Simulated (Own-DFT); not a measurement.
# Point defects and the pressure they add: zincblende GaAs

The numbers are computed, not measured, by runs of the plane-wave DFT program Own-DFT (in-house, retired, unreviewed) at fixed positions, with no spin and no spin-orbit coupling.

Method: PBE; PseudoDojo norm-conserving scalar-relativistic files; cutoff 42 hartree; 3 x 3 x 3 k mesh centred on Gamma; Fermi-Dirac smearing of 0.1 eV.

Keep in mind (not all hold for every row): not probed for a lower state with spin; forces not confirmed at this smearing and k mesh; stress not checked against mesh or cutoff.

All runs share one cell, with vectors in Å (11.737, 0.000, 0.000); (0.000, 11.737, 0.000); (0.000, 0.000, 10.919) and a volume of 1504.3 Å³, strained against the parent crystal. Atoms were moved at random from their sites; u is the rms move along one axis. The defect's site can differ from row to row.

| cell | formula | u (Å) | P (GPa) |
|---|---|---|---|
| no defect | As32Ga32 | 0.0301 | 0.77 |
| no defect | As32Ga32 | 0.0302 | 0.77 |
| no defect | As32Ga32 | 0.0534 | 1.03 |
| one In on a Ga site | As32Ga31In | 0.0332 | 1.35 |
| one In on a Ga site | As32Ga31In | 0.0479 | 1.71 |
| one In on a Ga site | As32Ga31In | 0.0486 | 1.54 |
| one As vacancy and one Ga vacancy | As31Ga31 | 0.0302 | 0.42 |
| one As vacancy and one Ga vacancy | As31Ga31 | 0.0327 | 0.42 |
| one As vacancy and one Ga vacancy | As31Ga31 | 0.0474 | 0.67 |
| one As vacancy and one Ga vacancy | As31Ga31 | 0.0513 | ? |
| one Al on a Ga site | AlAs32Ga31 | 0.0262 | 0.69 |
| one Al on a Ga site | AlAs32Ga31 | 0.0289 | 0.75 |
| one Al on a Ga site | AlAs32Ga31 | 0.0496 | 0.95 |
| one P on an As site | As31Ga32P | 0.0273 | 0.50 |
| one P on an As site | As31Ga32P | 0.0305 | 0.58 |
| one P on an As site | As31Ga32P | 0.0530 | 0.92 |

## Worked fit

P = P0 + c u² + a shift for each defect gives P0 = 0.59 GPa, c = 169 ± 18 GPa/Å² and a scatter of 0.05 GPa. The shifts, and each times the cell's volume:

- one In on a Ga site: 0.61 ± 0.04 GPa, 5.8 eV
- one Al on a Ga site: -0.02 ± 0.04 GPa, -0.2 eV (not resolved)
- one P on an As site: -0.18 ± 0.04 GPa, -1.7 eV
- one As vacancy and one Ga vacancy: -0.33 ± 0.04 GPa, -3.1 eV

Positive is outwards. The product with the volume (160.2 GPa Å³ to the eV) is nearly free of the cell's size; divided by the bulk modulus at the cell's pressure it gives the volume that the defect adds. The atoms around the defects weren't relaxed, which would change these numbers.

## The run left out

Question: what pressure belongs in the blank (one As vacancy and one Ga vacancy, u = 0.0513 Å)?

The fit gives 0.71 ± 0.07 GPa. The hidden result is 0.72 GPa.
